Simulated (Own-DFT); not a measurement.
## Calculated data, AlGa3N4 (wurtzite random alloy, strained, atoms displaced)

A calculation, not a measurement: plane-wave PBE density functional theory by an unreviewed code, no spin, of a simulated periodic cell, stress positive in tension, free energy of the whole cell less one offset for each atom, forces on such cells passed a denser k mesh, this cell's mesh not checked; offsets are fitted by least squares, one for each functional and potential file, so energies compare only between cells with the same atoms and settings and are not formation energies; the far tail of each file's local potential was reset to the Coulomb form; each entry is a single point on an unrelaxed cell, so the pressure reflects the starting lattice, mostly measured values, from which strain is counted, and rises with the displacements; printed positions are rounded, which can move forces by about a meV/angstrom; the program is a retired in-house code; no spin-orbit coupling. Program: Own-DFT development build.

```cif
# cell vector a (Å): 9.5092 0.0000 0.0000
# cell vector b (Å): -4.7546 8.2353 0.0000
# cell vector c (Å): 0.0000 0.0000 10.1401
data_AlGa3N4
_symmetry_space_group_name_H-M 'P 1'
_symmetry_Int_Tables_number 1
_cell_length_a 9.5092
_cell_length_b 9.5093
_cell_length_c 10.1401
_cell_angle_alpha 90.000
_cell_angle_beta 90.000
_cell_angle_gamma 120.000
_cell_volume 794.08
loop_
_atom_site_label
_atom_site_type_symbol
_atom_site_fract_x
_atom_site_fract_y
_atom_site_fract_z
_atom_site_occupancy
Ga1 Ga 0.10990 0.21906 0.00962 1
Ga2 Ga 0.23117 0.11245 0.24759 1
N1 N 0.10866 0.22053 0.18906 1
N2 N 0.23036 0.10898 0.44606 1
Ga3 Ga 0.11063 0.22028 0.50400 1
Al1 Al 0.23069 0.11945 0.74576 1
N3 N 0.10429 0.21704 0.69467 1
N4 N 0.21800 0.11167 0.94451 1
Ga4 Ga 0.11071 0.55192 0.00729 1
Al2 Al 0.22268 0.44555 0.25332 1
N5 N 0.11869 0.56356 0.18769 1
N6 N 0.22375 0.44099 0.44981 1
Ga5 Ga 0.11390 0.55093 0.50270 1
Ga6 Ga 0.20940 0.43102 0.75227 1
N7 N 0.11805 0.56257 0.68261 1
N8 N 0.21249 0.44132 0.94188 1
Ga7 Ga 0.11632 0.89373 0.99757 1
Ga8 Ga 0.22770 0.77468 0.24914 1
N9 N 0.10823 0.89275 0.18231 1
N10 N 0.22113 0.78074 0.44362 1
Ga9 Ga 0.11680 0.89369 0.49631 1
Ga10 Ga 0.22267 0.76936 0.75431 1
N11 N 0.11286 0.89330 0.68635 1
N12 N 0.22230 0.78522 0.93409 1
Ga11 Ga 0.45407 0.23275 0.99780 1
Al3 Al 0.55360 0.11402 0.25152 1
N13 N 0.44406 0.21851 0.17537 1
N14 N 0.55230 0.10875 0.44377 1
Ga12 Ga 0.44954 0.22095 0.49707 1
Al4 Al 0.56264 0.11715 0.74874 1
N15 N 0.44773 0.22516 0.68374 1
N16 N 0.55997 0.10031 0.93429 1
Ga13 Ga 0.44990 0.56057 0.00165 1
Al5 Al 0.55603 0.45056 0.26034 1
N17 N 0.44496 0.55981 0.18853 1
N18 N 0.56423 0.45244 0.43604 1
Ga14 Ga 0.44633 0.55904 0.49847 1
Ga15 Ga 0.55252 0.44565 0.73966 1
N19 N 0.43484 0.56621 0.68788 1
N20 N 0.55836 0.44636 0.92813 1
Al6 Al 0.44717 0.89551 0.00808 1
Ga16 Ga 0.55309 0.77539 0.24607 1
N21 N 0.43358 0.88917 0.18494 1
N22 N 0.56314 0.77695 0.43428 1
Ga17 Ga 0.44148 0.90157 0.49177 1
Ga18 Ga 0.54130 0.77360 0.74688 1
N23 N 0.44803 0.89086 0.68434 1
N24 N 0.55930 0.77176 0.93387 1
Al7 Al 0.78862 0.24344 0.99938 1
Al8 Al 0.88078 0.10551 0.24539 1
N25 N 0.78309 0.22230 0.18803 1
N26 N 0.89317 0.11951 0.43867 1
Ga19 Ga 0.77658 0.22723 0.50365 1
Ga20 Ga 0.89625 0.11670 0.75150 1
N27 N 0.78725 0.23281 0.68858 1
N28 N 0.89748 0.11119 0.94261 1
Ga21 Ga 0.78113 0.56155 0.00309 1
Ga22 Ga 0.89737 0.44819 0.25171 1
N29 N 0.77271 0.55065 0.19579 1
N30 N 0.89258 0.43889 0.43508 1
Ga23 Ga 0.77490 0.55216 0.49346 1
Al9 Al 0.89166 0.44655 0.74917 1
N31 N 0.78376 0.55782 0.68508 1
N32 N 0.89556 0.43747 0.94038 1
Ga24 Ga 0.77594 0.88775 0.99480 1
Ga25 Ga 0.89222 0.78183 0.23969 1
N33 N 0.77748 0.88616 0.18887 1
N34 N 0.88268 0.77063 0.42790 1
Ga26 Ga 0.77527 0.88003 0.49916 1
Ga27 Ga 0.89570 0.78551 0.75295 1
N35 N 0.78084 0.88404 0.69080 1
N36 N 0.88431 0.77388 0.94034 1
_calc_functional 'PBE'
_calc_potential_files 'PseudoDojo norm-conserving, scalar-relativistic, standard set with the stringent files for Ga'
_calc_wave_cutoff 96  # hartree
_calc_occupations 'Gaussian'
_calc_smearing_width 0.01  # eV
_calc_k_mesh '4 x 4 x 3 centred on Gamma'
_calc_free_energy_of_cell_above_offsets '-8.152'  # eV
_calc_pressure 9.9  # GPa
_calc_stress_xx -5.97  # GPa
_calc_stress_yy -9.51  # GPa
_calc_stress_zz -14.21  # GPa
_calc_stress_yz 0.38  # GPa
_calc_stress_xz 0.25  # GPa
_calc_stress_xy -0.91  # GPa
```

Force:
```
element  x (eV/Å)  y (eV/Å)  z (eV/Å)
     Ga     0.244     0.478    -1.671
     Ga    -1.357     -0.21     0.198
      N    -0.288     0.819     2.861
      N    -1.054     1.354    -1.618
     Ga     0.036     -0.64    -0.488
     Al    -0.505    -1.412     1.027
      N     2.656     0.178    -0.989
      N     1.414     1.049    -2.258
     Ga     0.069     1.416    -1.886
     Al     0.111    -0.723    -0.037
      N     0.646    -1.701     1.709
      N     0.253     0.186    -2.678
     Ga    -0.721     0.864    -0.995
     Ga      0.25     2.013     0.175
      N    -1.185    -2.105     2.161
      N     1.646     0.211     0.051
     Ga    -0.725    -0.318    -0.538
     Ga    -2.543     0.848     0.973
      N     1.486    -0.349      1.23
      N     0.666    -1.154     -1.49
     Ga    -1.631    -1.695       0.7
     Ga    -0.436     1.981    -1.655
      N     0.793      0.84     0.782
      N     1.747    -0.848     2.233
     Ga    -0.239     -1.37     -2.25
     Al      0.76     0.146    -0.956
      N     1.031     1.416     4.064
      N     0.946      2.22    -2.747
     Ga    -0.899     1.242     0.292
     Al     0.087    -0.911    -0.102
      N     0.177    -0.753     1.132
      N     0.076     1.989     0.367
     Ga    -0.521    -1.265    -1.134
     Al      0.18    -0.457    -2.913
      N     0.036    -2.024     1.148
      N    -1.524    -1.885      0.61
     Ga    -0.099      0.28     0.507
     Ga     0.176       1.4     0.144
      N      1.23     -3.05    -0.377
      N     0.046     0.334     1.086
     Al     0.197    -1.065    -2.774
     Ga     0.257     1.136     0.268
      N     2.261     1.713     1.038
      N    -2.121     0.338    -0.003
     Ga     1.629    -3.429     1.791
     Ga     1.922     1.723     0.358
      N    -1.102     1.804     0.087
      N     -2.13     1.256     1.258
     Al      0.38    -5.349     0.763
     Al     1.113     0.435     0.832
      N    -1.371     -0.39    -0.215
      N      -0.3    -1.301    -0.804
     Ga     1.248    -0.866     -0.75
     Ga    -1.702    -2.059     0.597
      N    -0.989    -0.518     1.195
      N     -2.22     0.548    -0.078
     Ga     0.026    -1.284    -0.292
     Ga    -0.639    -0.495     -0.66
      N     -0.13    -0.199    -0.734
      N    -0.535     1.013     0.828
     Ga      2.02     1.231     0.805
     Al     0.087     0.941     -0.16
      N     0.123    -0.536     0.493
      N    -1.407     2.982    -1.648
     Ga     0.092     0.562       0.3
     Ga    -0.074    -0.647     0.877
      N    -1.084     1.049    -0.523
      N     1.069     0.945     0.944
     Ga     0.676     1.478     0.252
     Ga     0.248    -0.953    -0.713
      N    -1.544     0.855    -0.242
      N     0.964     0.684     0.245
```
